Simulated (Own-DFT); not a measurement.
Simulation results for Al31GaO48 (corundum with substituted atoms, atoms displaced)

All values are calculated (Own-DFT development build). A calculation, not a measurement: plane-wave PBE density functional theory by an unreviewed code, no spin, of a simulated periodic cell, stress positive in tension, free energy of the whole cell less one offset for each atom, defect cell not probed for a lower state with spin; oxygen file: force components 24 meV/angstrom off all-electron in one glass; forces on such cells passed a denser k mesh, this cell's mesh not checked; offsets are fitted by least squares, one for each functional and potential file, so energies compare only between cells with the same atoms and settings and are not formation energies; the far tail of each file's local potential was reset to the Coulomb form; each entry is a single point on an unrelaxed cell, so the pressure reflects the starting lattice, mostly measured values, from which strain is counted, and rises with the displacements; printed positions are rounded, which can move forces by about a meV/angstrom; the program is a retired in-house code; no spin-orbit coupling; before rounding, a Quantum ESPRESSO 7.3.1 run of the same cell and cutoff gave forces within 1 meV/angstrom rms on each cell, which checks the program and not the settings.

Settings shared by all entries: functional PBE; potential files PseudoDojo norm-conserving, scalar-relativistic, standard set; wave cutoff 72 hartree; occupations Fermi-Dirac; smearing width 0.1 eV; k mesh 3 x 3 x 3 centred on Gamma.

```yaml
- entry: 1
  formula: Al31GaO48
  kind: "corundum with substituted atoms, atoms displaced"
  structure:
    cell_angstrom:
      - [5.494, 0.0, 8.6604]
      - [-2.747, 4.7579, 8.6604]
      - [-2.747, -4.7579, 8.6604]
    atoms_fractional:
      - [Al, 0.18133, 0.16813, 0.17494]
      - [Al, 0.32136, 0.3253, 0.31982]
      - [Al, 0.42202, 0.42016, 0.42861]
      - [Al, 0.07984, 0.07441, 0.07199]
      - [O, 0.27574, 0.47388, 0.13186]
      - [O, 0.47032, 0.12418, 0.28236]
      - [O, 0.12605, 0.27984, 0.46952]
      - [O, 0.21821, 0.03864, 0.37404]
      - [O, 0.02793, 0.36997, 0.22607]
      - [O, 0.38348, 0.22676, 0.0136]
      - [Al, 0.18736, 0.16441, 0.67598]
      - [Al, 0.32706, 0.3101, 0.82421]
      - [Al, 0.42806, 0.42147, 0.92104]
      - [Al, 0.08073, 0.0708, 0.57026]
      - [O, 0.28546, 0.47762, 0.62451]
      - [O, 0.47911, 0.1213, 0.77059]
      - [O, 0.11635, 0.28627, 0.97363]
      - [O, 0.23108, 0.02546, 0.87132]
      - [O, 0.01499, 0.37648, 0.72637]
      - [O, 0.38019, 0.22258, 0.52332]
      - [Al, 0.17532, 0.67721, 0.17696]
      - [Al, 0.31947, 0.85157, 0.31259]
      - [Al, 0.41997, 0.93208, 0.42254]
      - [Al, 0.07394, 0.57108, 0.07571]
      - [O, 0.28142, 0.96929, 0.12686]
      - [O, 0.45679, 0.6264, 0.29111]
      - [O, 0.12371, 0.77489, 0.4741]
      - [O, 0.21709, 0.52788, 0.37386]
      - [O, 0.02658, 0.87709, 0.22081]
      - [O, 0.37667, 0.71947, 0.02895]
      - [Al, 0.16642, 0.68206, 0.67244]
      - [Al, 0.32997, 0.82835, 0.81057]
      - [Al, 0.42378, 0.92892, 0.92081]
      - [Ga, 0.07203, 0.57036, 0.57566]
      - [O, 0.28413, 0.97605, 0.6139]
      - [O, 0.47388, 0.61763, 0.7863]
      - [O, 0.13181, 0.76788, 0.97423]
      - [O, 0.21349, 0.53709, 0.87802]
      - [O, 0.02654, 0.87216, 0.71757]
      - [O, 0.38431, 0.72374, 0.51959]
      - [Al, 0.67799, 0.1735, 0.17738]
      - [Al, 0.82563, 0.31982, 0.3219]
      - [Al, 0.92929, 0.42236, 0.43199]
      - [Al, 0.58632, 0.07598, 0.06436]
      - [O, 0.77552, 0.4707, 0.12904]
      - [O, 0.96436, 0.14002, 0.27454]
      - [O, 0.61957, 0.27264, 0.47666]
      - [O, 0.71853, 0.03117, 0.37218]
      - [O, 0.54029, 0.36806, 0.22115]
      - [O, 0.87642, 0.21772, 0.03398]
      - [Al, 0.66412, 0.1902, 0.67262]
      - [Al, 0.8287, 0.31539, 0.82453]
      - [Al, 0.9334, 0.42312, 0.91802]
      - [Al, 0.57667, 0.07808, 0.56514]
      - [O, 0.77405, 0.47458, 0.6258]
      - [O, 0.97499, 0.1308, 0.76898]
      - [O, 0.62809, 0.2744, 0.97206]
      - [O, 0.71309, 0.03324, 0.88052]
      - [O, 0.53099, 0.3711, 0.72357]
      - [O, 0.87272, 0.21546, 0.52968]
      - [Al, 0.67586, 0.66819, 0.19004]
      - [Al, 0.82637, 0.82215, 0.32935]
      - [Al, 0.92679, 0.92436, 0.42799]
      - [Al, 0.57069, 0.57645, 0.07711]
      - [O, 0.78011, 0.97031, 0.12388]
      - [O, 0.97039, 0.62015, 0.27229]
      - [O, 0.62645, 0.77561, 0.46942]
      - [O, 0.71572, 0.52306, 0.38701]
      - [O, 0.51937, 0.88202, 0.22295]
      - [O, 0.87576, 0.72519, 0.0236]
      - [Al, 0.66718, 0.67329, 0.68455]
      - [Al, 0.82066, 0.81777, 0.82832]
      - [Al, 0.92553, 0.92785, 0.92471]
      - [Al, 0.56729, 0.57748, 0.57366]
      - [O, 0.77056, 0.97989, 0.61875]
      - [O, 0.9757, 0.61573, 0.77931]
      - [O, 0.62974, 0.77988, 0.9615]
      - [O, 0.72683, 0.5293, 0.87659]
      - [O, 0.52505, 0.88316, 0.72212]
      - [O, 0.88846, 0.71511, 0.52086]
  results:
    "free_energy_of_cell_above_offsets [eV]": "-53.516"
    "pressure [GPa]": 10.22
    "stress_xx [GPa]": -10.83
    "stress_yy [GPa]": -9.99
    "stress_zz [GPa]": -9.83
    "stress_yz [GPa]": 0.9
    "stress_xz [GPa]": 0.95
    "stress_xy [GPa]": 0.55
    force_element: [Al, Al, Al, Al, O, O, O, O, O, O, Al, Al, Al, Al, O, O, O, O, O, O, Al, Al, Al, Al, O, O, O, O, O, O, Al, Al, Al, Ga, O, O, O, O, O, O, Al, Al, Al, Al, O, O, O, O, O, O, Al, Al, Al, Al, O, O, O, O, O, O, Al, Al, Al, Al, O, O, O, O, O, O, Al, Al, Al, Al, O, O, O, O, O, O]
    "force_x [eV/angstrom]": [-2.012, 0.382, -0.005, -1.48, 1.406, 0.301, 0.262, 0.972, 0.399, -1.105, -1.481, -1.124, -1.291, -2.509, 0.569, -1.843, 2.508, -1.247, 2.382, -1.303, 0.563, 1.651, 2.471, -0.155, -0.81, 1.249, 0.013, 1.484, 0.341, -0.358, 1.929, -0.459, 1.747, 1.425, -0.978, -0.221, -0.703, 1.51, -0.756, -2.555, -0.031, -1.903, -0.666, -1.901, -0.093, 3.276, 0.27, 0.908, -1.412, 0.704, 2.705, -1.387, -2.609, 0.411, 0.312, 1.032, -0.146, 2.371, -1.326, 0.278, -0.136, 0.151, -0.38, 0.665, -0.016, -1.084, -0.631, 0.955, 1.102, -0.632, 1.458, 0.301, 0.586, 0.851, 1.19, -1.278, -1.776, -0.549, 1.041, -3.781]
    "force_y [eV/angstrom]": [2.525, -0.133, 1.294, -0.157, 0.58, 0.661, -0.916, -0.045, 0.333, -1.937, 2.026, 1.669, -0.06, 0.065, -1.166, -0.527, -1.049, 0.092, -1.448, -0.585, 0.276, -5.346, -0.323, -0.163, 2.443, 1.348, 2.233, -0.236, 0.333, 0.701, -1.248, -2.456, -1.037, -0.476, -1.162, 1.275, 2.181, 0.041, 0.872, 0.246, 0.464, 0.459, 0.515, -1.285, 0.565, -2.438, 1.418, -0.988, 0.392, 0.454, -1.46, 0.946, -0.692, -0.679, -0.68, -1.719, 0.293, 1.041, 1.198, 0.098, 0.826, 0.116, 0.435, -0.412, -0.204, 0.18, 0.072, 0.598, 0.69, -0.586, 0.161, 1.208, -0.575, -0.526, -1.453, 0.717, -1.102, 0.159, -0.385, 1.455]
    "force_z [eV/angstrom]": [1.332, 0.659, 1.236, -0.954, -1.319, -0.3, 0.208, -1.0, 0.134, -0.755, 0.098, 1.116, 0.73, -0.474, -0.975, 0.173, 0.196, -0.166, -0.226, -0.798, -0.679, -1.261, 0.619, -0.014, -1.068, 0.211, 1.532, 0.039, 0.528, 0.232, 0.612, -0.183, 0.611, 0.124, 0.452, 0.009, 0.457, -0.585, 1.334, -0.419, -0.102, 1.411, -1.311, 0.11, 0.316, -1.914, 0.787, 0.087, -0.281, -0.476, -0.359, 0.547, -0.295, 0.473, 0.282, -0.615, 0.288, -1.124, 0.584, 0.969, -0.741, -1.345, 0.242, 0.458, 0.343, 1.534, 0.777, -0.554, 0.231, -0.279, 0.546, 0.416, -0.402, 0.674, 0.501, 1.466, -0.291, -0.903, -1.811, -1.702]
- entry: 2
  formula: Al31GaO48
  kind: "corundum with substituted atoms, atoms displaced"
  structure:
    cell_angstrom:
      - [5.494, 0.0, 8.6604]
      - [-2.747, 4.7579, 8.6604]
      - [-2.747, -4.7579, 8.6604]
    atoms_fractional:
      - [Al, 0.17186, 0.17519, 0.18229]
      - [Al, 0.3261, 0.32091, 0.32619]
      - [Al, 0.42474, 0.42771, 0.42666]
      - [Al, 0.07477, 0.07397, 0.07172]
      - [O, 0.27908, 0.47098, 0.12009]
      - [O, 0.46926, 0.1205, 0.28631]
      - [O, 0.12501, 0.27237, 0.47527]
      - [O, 0.21815, 0.0235, 0.38385]
      - [O, 0.03082, 0.37099, 0.22203]
      - [O, 0.37491, 0.22503, 0.02606]
      - [Al, 0.17514, 0.17978, 0.6795]
      - [Al, 0.32693, 0.3231, 0.82734]
      - [Ga, 0.42828, 0.42183, 0.92749]
      - [Al, 0.07896, 0.07064, 0.57505]
      - [O, 0.27441, 0.48047, 0.62324]
      - [O, 0.46804, 0.12404, 0.77996]
      - [O, 0.13094, 0.27845, 0.96777]
      - [O, 0.22068, 0.02982, 0.87736]
      - [O, 0.03429, 0.3828, 0.7141]
      - [O, 0.36951, 0.23217, 0.52472]
      - [Al, 0.16874, 0.677, 0.1769]
      - [Al, 0.32777, 0.82363, 0.32102]
      - [Al, 0.42793, 0.91991, 0.42963]
      - [Al, 0.07193, 0.57218, 0.07907]
      - [O, 0.28079, 0.97557, 0.12533]
      - [O, 0.47086, 0.62792, 0.27758]
      - [O, 0.12055, 0.7763, 0.4751]
      - [O, 0.22462, 0.52379, 0.37639]
      - [O, 0.02819, 0.87781, 0.21939]
      - [O, 0.37341, 0.72469, 0.0292]
      - [Al, 0.1801, 0.67503, 0.67356]
      - [Al, 0.31972, 0.82607, 0.82521]
      - [Al, 0.43076, 0.92707, 0.92567]
      - [Al, 0.07191, 0.57283, 0.57502]
      - [O, 0.27214, 0.97892, 0.62339]
      - [O, 0.47597, 0.62163, 0.7816]
      - [O, 0.12269, 0.7785, 0.9722]
      - [O, 0.22191, 0.53609, 0.87227]
      - [O, 0.02759, 0.87626, 0.71441]
      - [O, 0.37458, 0.72458, 0.52469]
      - [Al, 0.68342, 0.17007, 0.17081]
      - [Al, 0.82447, 0.32122, 0.32353]
      - [Al, 0.92828, 0.42624, 0.4237]
      - [Al, 0.57575, 0.07309, 0.0716]
      - [O, 0.77328, 0.4833, 0.11648]
      - [O, 0.97804, 0.12369, 0.27418]
      - [O, 0.63411, 0.2714, 0.46909]
      - [O, 0.72814, 0.02366, 0.37291]
      - [O, 0.52753, 0.3742, 0.2226]
      - [O, 0.87303, 0.22218, 0.02588]
      - [Al, 0.67763, 0.17339, 0.67593]
      - [Al, 0.82782, 0.32545, 0.81854]
      - [Al, 0.92771, 0.42079, 0.92477]
      - [Al, 0.56593, 0.07649, 0.57627]
      - [O, 0.77829, 0.46859, 0.63164]
      - [O, 0.97414, 0.12239, 0.7798]
      - [O, 0.62553, 0.2753, 0.97488]
      - [O, 0.72135, 0.03162, 0.87424]
      - [O, 0.53372, 0.37787, 0.71905]
      - [O, 0.88259, 0.22579, 0.52411]
      - [Al, 0.67328, 0.67175, 0.17954]
      - [Al, 0.82075, 0.82632, 0.31998]
      - [Al, 0.93164, 0.9246, 0.42194]
      - [Al, 0.57534, 0.57742, 0.06969]
      - [O, 0.77517, 0.96617, 0.12935]
      - [O, 0.96943, 0.62665, 0.27847]
      - [O, 0.6211, 0.7785, 0.47423]
      - [O, 0.71696, 0.53173, 0.37358]
      - [O, 0.52325, 0.88409, 0.21407]
      - [O, 0.87155, 0.72873, 0.02905]
      - [Al, 0.67395, 0.68011, 0.67252]
      - [Al, 0.81982, 0.82191, 0.83563]
      - [Al, 0.92651, 0.92398, 0.92585]
      - [Al, 0.57685, 0.57433, 0.56983]
      - [O, 0.77997, 0.97936, 0.61491]
      - [O, 0.97317, 0.62576, 0.77224]
      - [O, 0.62618, 0.78203, 0.96625]
      - [O, 0.72068, 0.5284, 0.86903]
      - [O, 0.52768, 0.87522, 0.72143]
      - [O, 0.87285, 0.72199, 0.5271]
  results:
    "free_energy_of_cell_above_offsets [eV]": "-56.419"
    "pressure [GPa]": 8.88
    "stress_xx [GPa]": -8.79
    "stress_yy [GPa]": -9.57
    "stress_zz [GPa]": -8.27
    "stress_yz [GPa]": -0.21
    "stress_xz [GPa]": -0.19
    "stress_xy [GPa]": 0.45
    force_element: [Al, Al, Al, Al, O, O, O, O, O, O, Al, Al, Ga, Al, O, O, O, O, O, O, Al, Al, Al, Al, O, O, O, O, O, O, Al, Al, Al, Al, O, O, O, O, O, O, Al, Al, Al, Al, O, O, O, O, O, O, Al, Al, Al, Al, O, O, O, O, O, O, Al, Al, Al, Al, O, O, O, O, O, O, Al, Al, Al, Al, O, O, O, O, O, O]
    "force_x [eV/angstrom]": [1.266, -0.086, 0.161, 0.114, -2.429, 0.578, -0.085, 0.813, -0.947, 0.036, 0.286, -0.352, 0.052, -0.76, 1.405, 0.33, -1.017, 0.366, -0.348, 0.665, 1.086, -1.315, -1.037, 0.842, 0.187, 0.431, 1.149, -0.629, 0.285, -0.153, -0.949, 0.613, -0.873, -0.168, 1.014, -0.522, -0.062, -0.576, -0.638, 0.666, -1.72, 0.255, -0.174, -0.829, 0.86, -0.627, -1.629, -0.812, 0.552, 0.894, 0.757, -0.672, -0.135, 1.503, 0.672, -0.484, 1.649, 0.3, 0.741, -0.983, -0.358, -0.36, -0.911, -0.115, 0.302, 0.237, 0.733, 0.825, 0.669, 0.183, 0.204, 1.973, 0.06, -0.664, -0.597, -1.119, -0.365, -0.067, -0.479, 0.332]
    "force_y [eV/angstrom]": [-0.18, 0.459, 0.24, -0.205, -1.46, 0.512, 1.16, 1.05, 0.846, -1.348, 0.251, 0.861, 1.011, 0.243, -0.977, 0.917, -0.233, 0.34, -2.309, -1.48, -0.179, -0.045, 1.069, 0.811, 0.05, -0.146, 0.849, 1.005, -0.177, -0.039, 0.158, -0.133, -0.419, 1.571, -1.342, 2.05, -0.056, -0.142, -0.719, -0.338, -0.258, 0.118, -1.25, 0.033, -1.412, 0.366, 0.634, 0.547, 0.268, 0.27, 0.66, -0.569, 1.226, 0.291, 1.765, -0.053, -0.963, -0.067, -0.179, -0.334, 1.102, -0.995, -0.465, -0.323, 0.936, -0.204, -0.045, -0.3, -1.34, -0.906, -0.627, 1.78, 0.589, -0.614, -1.455, -0.898, -0.676, -0.695, 0.325, 0.195]
    "force_z [eV/angstrom]": [-0.022, -0.332, 0.009, 0.68, 1.541, -0.08, 0.701, -0.585, 0.274, -1.01, -0.796, -0.375, 1.01, -0.163, 0.171, 0.645, -0.594, -0.386, -1.355, 0.485, 1.198, -0.115, -0.206, -0.575, -0.671, -0.218, 0.336, -0.5, -0.442, -0.18, -0.591, 0.179, -0.847, 0.936, 0.758, 0.269, 0.239, -1.1, 0.815, 0.438, 0.314, 0.286, 0.211, 0.357, 0.387, -0.223, -0.349, -0.332, 0.184, 0.813, 0.14, -0.201, 0.818, 0.222, -1.173, 0.326, 0.634, -0.303, -1.89, -1.05, 0.41, 1.243, -0.205, -1.103, -0.132, -0.332, -0.05, 0.286, -0.121, -0.46, 0.178, -1.029, 0.195, 0.471, 0.56, 0.521, 0.006, 1.03, 0.027, -0.208]
- entry: 3
  formula: Al31GaO48
  kind: "corundum with substituted atoms, atoms displaced"
  structure:
    cell_angstrom:
      - [5.494, 0.0, 8.6604]
      - [-2.747, 4.7579, 8.6604]
      - [-2.747, -4.7579, 8.6604]
    atoms_fractional:
      - [Al, 0.17437, 0.1828, 0.17657]
      - [Al, 0.32009, 0.32866, 0.32211]
      - [Al, 0.42918, 0.4235, 0.43176]
      - [Al, 0.07583, 0.07523, 0.08215]
      - [O, 0.26379, 0.47471, 0.1333]
      - [O, 0.46579, 0.12693, 0.28349]
      - [O, 0.1268, 0.28426, 0.47073]
      - [O, 0.22519, 0.02318, 0.36944]
      - [O, 0.02258, 0.36646, 0.23134]
      - [O, 0.3811, 0.21976, 0.03071]
      - [Al, 0.17185, 0.17207, 0.67847]
      - [Al, 0.34049, 0.31468, 0.81633]
      - [Al, 0.42831, 0.42474, 0.92202]
      - [Al, 0.07026, 0.082, 0.57054]
      - [O, 0.26789, 0.47505, 0.6261]
      - [O, 0.48091, 0.11152, 0.78249]
      - [O, 0.12092, 0.27088, 0.98243]
      - [O, 0.22029, 0.02838, 0.87743]
      - [O, 0.03366, 0.36187, 0.71688]
      - [O, 0.37435, 0.21459, 0.53856]
      - [Al, 0.17637, 0.6814, 0.16898]
      - [Al, 0.3245, 0.8209, 0.33163]
      - [Al, 0.42813, 0.93205, 0.418]
      - [Al, 0.06566, 0.57924, 0.07391]
      - [O, 0.27313, 0.95216, 0.13815]
      - [O, 0.47105, 0.63628, 0.2732]
      - [O, 0.11899, 0.77443, 0.47506]
      - [O, 0.22412, 0.527, 0.37385]
      - [O, 0.02195, 0.86382, 0.23516]
      - [O, 0.3679, 0.73531, 0.01688]
      - [Al, 0.1844, 0.67574, 0.67188]
      - [Al, 0.3263, 0.82273, 0.8263]
      - [Al, 0.43894, 0.91393, 0.91237]
      - [Al, 0.07351, 0.57632, 0.57704]
      - [O, 0.27911, 0.96878, 0.62496]
      - [O, 0.48126, 0.62019, 0.77965]
      - [O, 0.12937, 0.77564, 0.9775]
      - [O, 0.21486, 0.52973, 0.87841]
      - [O, 0.02253, 0.86815, 0.72881]
      - [O, 0.36992, 0.72326, 0.52718]
      - [Al, 0.67403, 0.17743, 0.17482]
      - [Al, 0.82364, 0.32323, 0.3219]
      - [Al, 0.93357, 0.42462, 0.42309]
      - [Al, 0.57493, 0.06994, 0.06889]
      - [O, 0.77919, 0.46229, 0.13944]
      - [O, 0.95952, 0.1331, 0.28433]
      - [O, 0.62676, 0.27922, 0.47888]
      - [O, 0.72157, 0.02437, 0.37097]
      - [O, 0.52116, 0.38173, 0.22123]
      - [O, 0.88625, 0.21414, 0.02131]
      - [Al, 0.67809, 0.17751, 0.68177]
      - [Al, 0.81831, 0.32122, 0.8272]
      - [Ga, 0.92192, 0.42146, 0.92978]
      - [Al, 0.5783, 0.07895, 0.56345]
      - [O, 0.77658, 0.47539, 0.62672]
      - [O, 0.97549, 0.12774, 0.77311]
      - [O, 0.62951, 0.28396, 0.96316]
      - [O, 0.7285, 0.02379, 0.87927]
      - [O, 0.52453, 0.37125, 0.73267]
      - [O, 0.87438, 0.2166, 0.53176]
      - [Al, 0.67273, 0.68211, 0.16463]
      - [Al, 0.81769, 0.83945, 0.31847]
      - [Al, 0.92292, 0.92977, 0.43318]
      - [Al, 0.57601, 0.56776, 0.07412]
      - [O, 0.77044, 0.97093, 0.1235]
      - [O, 0.97648, 0.62313, 0.26737]
      - [O, 0.62725, 0.77111, 0.47356]
      - [O, 0.72621, 0.53655, 0.36622]
      - [O, 0.52596, 0.87277, 0.22685]
      - [O, 0.88113, 0.73086, 0.01899]
      - [Al, 0.67552, 0.68051, 0.67658]
      - [Al, 0.8126, 0.82616, 0.83646]
      - [Al, 0.9206, 0.91526, 0.93243]
      - [Al, 0.5813, 0.58128, 0.56228]
      - [O, 0.79182, 0.96753, 0.62602]
      - [O, 0.98305, 0.6282, 0.762]
      - [O, 0.63561, 0.76063, 0.98066]
      - [O, 0.71499, 0.53376, 0.87532]
      - [O, 0.52492, 0.88211, 0.72921]
      - [O, 0.87457, 0.72531, 0.53457]
  results:
    "free_energy_of_cell_above_offsets [eV]": "-52.429"
    "pressure [GPa]": 11.22
    "stress_xx [GPa]": -11.31
    "stress_yy [GPa]": -11.63
    "stress_zz [GPa]": -10.72
    "stress_yz [GPa]": 0.53
    "stress_xz [GPa]": 0.38
    "stress_xy [GPa]": -0.28
    force_element: [Al, Al, Al, Al, O, O, O, O, O, O, Al, Al, Al, Al, O, O, O, O, O, O, Al, Al, Al, Al, O, O, O, O, O, O, Al, Al, Al, Al, O, O, O, O, O, O, Al, Al, Al, Al, O, O, O, O, O, O, Al, Al, Ga, Al, O, O, O, O, O, O, Al, Al, Al, Al, O, O, O, O, O, O, Al, Al, Al, Al, O, O, O, O, O, O]
    "force_x [eV/angstrom]": [0.9, -0.533, -1.191, 1.389, 2.516, 0.856, 0.175, -1.348, 0.216, -0.655, 0.805, -2.641, -1.687, 0.829, 2.417, -0.227, 2.013, 0.077, -1.971, 0.704, -0.689, -0.886, -0.643, 1.44, 0.252, 0.966, 1.26, 0.004, -0.311, 1.907, -2.403, -0.768, -4.006, 0.402, 0.315, -1.064, -0.671, 1.117, 0.619, 1.478, 0.128, -0.811, -1.162, -0.637, -0.875, 1.615, -0.516, -1.379, 1.216, -2.108, 1.078, 2.304, 1.14, -0.596, 0.842, -0.494, -1.377, -1.066, 1.025, -0.421, -0.241, 2.061, 1.823, -1.411, -0.351, -2.002, -0.711, -0.231, 0.722, -1.52, 0.817, 3.916, 1.894, -0.267, -2.307, -2.676, -0.807, 0.186, 3.306, -1.069]
    "force_y [eV/angstrom]": [-0.629, 0.012, 1.128, -0.85, 0.376, 1.059, -0.722, 0.028, 1.356, 0.209, -0.686, -0.241, -0.03, -1.807, -1.252, 0.852, 0.348, 0.231, 1.641, 1.229, -1.445, 0.812, -1.335, -1.025, 1.807, -1.902, 1.112, 0.116, 2.01, -2.611, -0.807, 0.795, -1.238, 0.119, 0.215, 0.555, 1.368, -0.358, 1.489, -0.388, 0.733, -1.048, 0.545, -0.791, 2.362, -1.132, 0.029, 0.526, -0.967, -1.288, -0.234, 1.461, 1.588, -1.19, 0.124, -1.228, -1.85, 0.963, 1.335, 0.8, -2.911, -2.337, -0.571, 0.246, 0.063, -0.344, 1.606, -0.681, 1.013, -2.547, 0.152, 1.59, 2.364, -0.945, 0.349, -2.067, 2.242, -0.65, 1.129, 0.021]
    "force_z [eV/angstrom]": [-0.824, 0.758, -0.877, -1.483, -0.401, 0.367, -1.394, 1.294, 1.017, -1.077, 0.668, -0.95, 0.982, -0.249, 1.328, 1.236, 1.613, -0.011, 1.603, 0.26, 0.174, -1.679, 0.076, 0.722, 0.77, -1.365, 1.589, 0.267, 0.835, 1.116, -1.065, -1.369, 2.471, -1.59, -0.155, -0.482, -1.485, 0.181, 1.305, 1.32, -0.338, 2.213, 0.156, 1.246, -1.527, -1.331, -1.025, 1.249, -0.101, -1.131, -0.837, 0.875, 1.21, 0.51, -0.818, -1.514, -0.592, -1.32, -0.485, 0.696, 2.177, -0.914, -0.651, 0.257, 0.935, 0.774, 0.859, -0.473, 0.144, -2.377, -0.304, -0.688, 2.874, 0.009, -0.542, 0.495, -1.361, 0.022, -2.477, -1.392]
```
